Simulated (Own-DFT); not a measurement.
## Calculated data, SiGe (diamond-structure random alloy, atoms displaced)

All values are calculated (Own-DFT development build). A calculation, not a measurement: plane-wave PBE density functional theory by an unreviewed code, no spin, of a simulated periodic cell, stress positive in tension, free energy of the whole cell less one offset for each atom, forces on such cells passed a denser k mesh, this cell's mesh not checked; offsets are fitted by least squares, one for each functional and potential file, so energies compare only between cells with the same atoms and settings and are not formation energies; the far tail of each file's local potential was reset to the Coulomb form; each entry is a single point on an unrelaxed cell, so the pressure reflects the starting lattice, mostly measured values, from which strain is counted, and rises with the displacements; printed positions are rounded, which can move forces by about a meV/angstrom; the program is a retired in-house code; no spin-orbit coupling.

```xyz
64
Lattice="11.0890 0.0000 0.0000 0.0000 11.0890 0.0000 0.0000 0.0000 11.0890" Properties=species:S:1:pos:R:3:force_x:R:1:force_y:R:1:force_z:R:1 formula=SiGe functional=PBE potential_files=PseudoDojo_norm-conserving,scalar-relativistic,standard_set wave_cutoff=42 occupations=Fermi-Dirac smearing_width=0.1 k_mesh=3_x_3_x_3_centred_on_Gamma free_energy_of_cell_above_offsets=-3.896 pressure=3.24 stress_xx=-3.35 stress_yy=-3.25 stress_zz=-3.12 stress_yz=-0.56 stress_xz=0.05 stress_xy=0.46
Si    11.0874     0.0878    10.9956      0.095     -1.334      0.123
Ge    11.0301     2.7450     2.7742      1.127      0.628      0.029
Si     2.8009     0.0070     2.8376      0.125     -0.274     -1.082
Si     2.7544     2.7335    11.0466      0.539      1.668      0.656
Ge     1.4196     1.4005     1.3151     -0.284     -0.535      0.812
Si     1.3908     4.1329     4.2259     -0.701      0.281     -1.565
Si     4.0716     1.3666     4.2195      1.118      0.801     -0.564
Si     4.1781     4.1701     1.4789      0.071       -0.7      -0.38
Si    11.0679     0.1353     5.5751      -0.17     -1.294      0.218
Si    11.0233     2.8183     8.4090      0.765       0.01     -1.056
Ge     2.6856     0.0547     8.2561      0.842     -0.543      0.787
Ge     2.7359     2.8723     5.5310      0.496      -1.28      1.199
Si     1.3436     1.4153     6.9409     -0.567      1.278      0.047
Si     1.4553     4.1794     9.6694     -0.927     -1.113       0.88
Si     4.1102     1.4150     9.8011      0.285      0.166     -1.911
Si     4.1134     4.2578     6.9116      1.155     -0.409     -0.278
Ge     0.0134     5.5212     0.0125       -0.1      0.384      -1.26
Ge     0.1159     8.2637     2.7431     -1.612      1.336      0.961
Si     2.7786     5.4747     2.8866     -0.293       0.36     -0.738
Ge     2.7736     8.3818     0.0997     -0.491     -0.877     -1.385
Ge     1.3428     6.9081     1.4248       1.86     -1.334       -0.4
Ge     1.4068     9.7242     4.1994     -1.106      1.323      -0.49
Ge     4.0861     7.0607     4.1228     -0.213     -1.965      0.277
Si     4.1647     9.6942     1.3543      0.436      1.131      0.958
Si     0.0086     5.4479     5.4766     -0.231      1.085       0.52
Si    11.0597     8.3507     8.2521      0.968     -0.124      0.739
Si     2.8228     5.4386     8.4051     -0.094      1.563     -0.822
Ge     2.7320     8.3605     5.5056     -0.102     -0.664      1.029
Ge     1.3633     6.9053     6.9266      0.151     -0.675      0.143
Si     1.3485     9.6893     9.6942     -0.119      0.242     -0.045
Si     4.1368     6.9008     9.7088      0.636      0.434      0.276
Ge     4.1564     9.6963     6.8192      0.166      0.968      0.853
Ge     5.5319     0.0002    10.9845      0.311      0.189      1.457
Si     5.6304     2.7612     2.8710     -1.375      -0.31     -0.639
Ge     8.3308     0.0334     2.7476      0.291     -0.445      0.495
Ge     8.4087     2.7136    11.0190     -0.839     -0.384     -0.144
Si     6.9528     1.4222     1.4379     -0.409      0.002      -0.86
Ge     6.9707     4.2163     4.1450      0.705      -0.71     -0.583
Si     9.7400     1.4659     4.1951     -0.749     -1.124     -0.024
Ge     9.6645     4.1733     1.3883      0.099     -0.164     -0.203
Ge     5.6346     0.0414     5.4853     -1.569       0.48      0.716
Si     5.5160     2.8522     8.3022     -0.717      -0.25      0.518
Ge     8.2946     0.0155     8.1685      0.814     -1.758      1.771
Ge     8.3033     2.7362     5.5777      0.101      0.458     -0.054
Ge     6.9157     1.3616     7.0237     -1.226      1.639     -1.101
Si     6.9291     4.1438     9.7004     -0.399     -0.208      0.621
Si     9.7322     1.2668     9.5582     -0.166      0.921      0.686
Ge     9.6566     4.2475     6.9255      0.646     -0.983      0.186
Si     5.5786     5.5360     0.0610     -1.313     -0.921     -1.313
Ge     5.4888     8.2049     2.7260       0.25      1.829       -0.6
Si     8.2974     5.5710     2.6710      0.039      0.373      0.792
Si     8.3273     8.2805    11.0679      0.069     -0.535     -1.091
Ge     6.8628     6.9109     1.3232      1.464      0.241      0.116
Ge     6.8272     9.6767     4.1690      1.568     -0.663     -1.161
Ge     9.6936     6.9560     4.1623      1.119     -1.683      -1.44
Ge     9.7216     9.6386     1.2929      0.399      0.891      0.287
Ge     5.6116     5.6056     5.4157     -1.116      0.755       1.68
Si     5.4997     8.4245     8.2831     -0.596     -2.299     -0.657
Ge     8.2746     5.5368     8.3707     -0.415      0.595     -0.424
Ge     8.3785     8.2405     5.4821     -1.129      1.538      1.685
Si     6.9619     6.9581     6.9369     -0.666      0.211      0.199
Ge     6.8705     9.6112     9.6333      1.378      0.835      0.622
Si     9.7569     6.9394     9.5143     -0.389      0.092      1.954
Si     9.7180     9.6552     6.9985     -0.006      0.853     -2.022
```

Units: wave_cutoff in hartree; smearing_width, free_energy_of_cell_above_offsets in eV; pressure, stress_xx, stress_yy, stress_zz, stress_yz, stress_xz, stress_xy in GPa; force_x, force_y, force_z in eV/Å.
